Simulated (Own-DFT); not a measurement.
# How much smaller does PBEsol make it? wurtzite AlGaN with randomly placed atoms, 72 atoms (Al9Ga27N36)

No measurement is shown. These are fixed-geometry runs of a retired plane-wave code named Own-DFT, which no person has reviewed; spin and spin-orbit coupling are neglected.

Caveats: forces on such cells passed a denser k mesh, each cell not checked; stress not checked against mesh or cutoff.

Each geometry was run with PBE and with PBEsol, otherwise alike: PseudoDojo norm-conserving scalar-relativistic files made for PBE; cutoff 42 hartree; 4 x 4 x 3 k mesh centred on Gamma; Fermi-Dirac smearing of 0.1 eV. Unstrained cell vectors in Å: (9.509, 0.000, 0.000); (-4.755, 8.235, 0.000); (0.000, 0.000, 10.268). Each has a uniform strain, of which the change of volume is shown, and random moves of rms u per axis. The random placing of the alloy's atoms differs from row to row.

| run | volume change (%) | u (Å) | P with PBE (GPa) | P with PBEsol (GPa) |
|---|---|---|---|---|
| 1 | 1.00 | 0.0520 | 5.55 | 0.73 |
| 2 | -3.47 | 0.0517 | 15.57 | 10.38 |
| 3 | 5.06 | 0.0509 | -1.32 | -5.83 |
| 4 | -1.99 | 0.0495 | 11.74 | 6.70 |
| 5 | -4.94 | 0.0518 | 19.97 | 14.65 |
| 6 | -5.42 | 0.0454 | 20.25 | 14.89 |
| 7 | 4.04 | 0.0485 | -0.30 | -4.88 |
| 8 | -3.47 | 0.0542 | 15.95 | 10.73 |
| 9 | -1.00 | 0.0501 | 9.36 | ? |

Q: by how much does PBEsol shrink this cell, and what belongs in the blank?

## Working it out

Write v for the change of volume as a fraction. Fitted to v and u², the PBE pressure has a slope of -213 ± 8 GPa in v, with the ions held to the strained lattice. The difference PBEsol less PBE is -4.91 + 8.2 v GPa (slope ± 0.2) and averages -5.01 GPa. Divided by the mean slope of the two, 209 GPa, that makes PBEsol's volume at a given pressure, near 8 GPa, about 2.4 % smaller, or 0.80 % in lengths. At one volume PBEsol's slope is the smaller by 8 GPa, but its pressure there is lower too. If stiffness rises by about 4 GPa for each GPa, PBEsol at equal pressure is stiffer by about 12 GPa. Files made for PBEsol would give a different shift.

For run 9 the line gives 4.37 GPa. Computed: 4.38 GPa.
